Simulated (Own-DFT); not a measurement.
# One host, several defects: zincblende GaAs

Source: density functional calculations with Own-DFT, an unreviewed in-house program that is no longer used. Nothing was measured or relaxed, and spin and spin-orbit coupling are left out.

Common settings: PBE; PseudoDojo norm-conserving scalar-relativistic files; cutoff 42 hartree; 3 x 3 x 3 k mesh centred on Gamma; Fermi-Dirac smearing of 0.1 eV.

Caveats (not all hold for every row): not probed for a lower state with spin; forces not confirmed at this smearing and k mesh; stress not checked against mesh or cutoff.

All runs share one cell, with vectors in Å (11.737, 0.000, 0.000); (0.000, 11.737, 0.000); (0.000, 0.000, 10.833) and a volume of 1492.4 Å³, strained against the parent crystal. The atoms are randomly displaced, by u rms on each axis. The defect's site can differ from row to row.

| cell | formula | u (Å) | P (GPa) |
|---|---|---|---|
| no defect | As32Ga32 | 0.0313 | 1.27 |
| no defect | As32Ga32 | 0.0504 | 1.68 |
| no defect | As32Ga32 | 0.0538 | 1.70 |
| one In on a Ga site | As32Ga31In | 0.0468 | 2.04 |
| one In on a Ga site | As32Ga31In | 0.0469 | 2.10 |
| one In on a Ga site | As32Ga31In | 0.0532 | 2.11 |
| one P on an As site | As31Ga32P | 0.0285 | ? |
| one P on an As site | As31Ga32P | 0.0300 | 1.03 |
| one P on an As site | As31Ga32P | 0.0309 | 1.02 |
| one P on an As site | As31Ga32P | 0.0323 | 1.03 |
| one As vacancy and one Ga vacancy | As31Ga31 | 0.0297 | 0.93 |
| one As vacancy and one Ga vacancy | As31Ga31 | 0.0466 | 1.13 |
| one As vacancy and one Ga vacancy | As31Ga31 | 0.0509 | 1.09 |
| one Al on a Ga site | AlAs32Ga31 | 0.0284 | 1.20 |
| one Al on a Ga site | AlAs32Ga31 | 0.0296 | 1.23 |
| one Al on a Ga site | AlAs32Ga31 | 0.0492 | 1.52 |

## Analysis

P = P0 + c u² + a shift for each defect gives P0 = 1.16 GPa, c = 183 ± 23 GPa/Å² and a scatter of 0.05 GPa. The shifts, and each times the cell's volume:

- one In on a Ga site: 0.49 ± 0.05 GPa, 4.5 eV
- one Al on a Ga site: -0.09 ± 0.05 GPa, -0.9 eV (not resolved)
- one P on an As site: -0.31 ± 0.05 GPa, -2.9 eV
- one As vacancy and one Ga vacancy: -0.45 ± 0.05 GPa, -4.2 eV

Against the defect-free cell, a freed cell would be larger where the shift is positive and smaller where it is negative (160.2 GPa Å³ is 1 eV). The atoms around the defects weren't relaxed, which would change these numbers.

## Test on the hidden row

Q: what pressure belongs in the blank (one P on an As site, u = 0.0285 Å)?

Estimate: 1.00 ± 0.06 GPa. DFT gave 0.99 GPa.
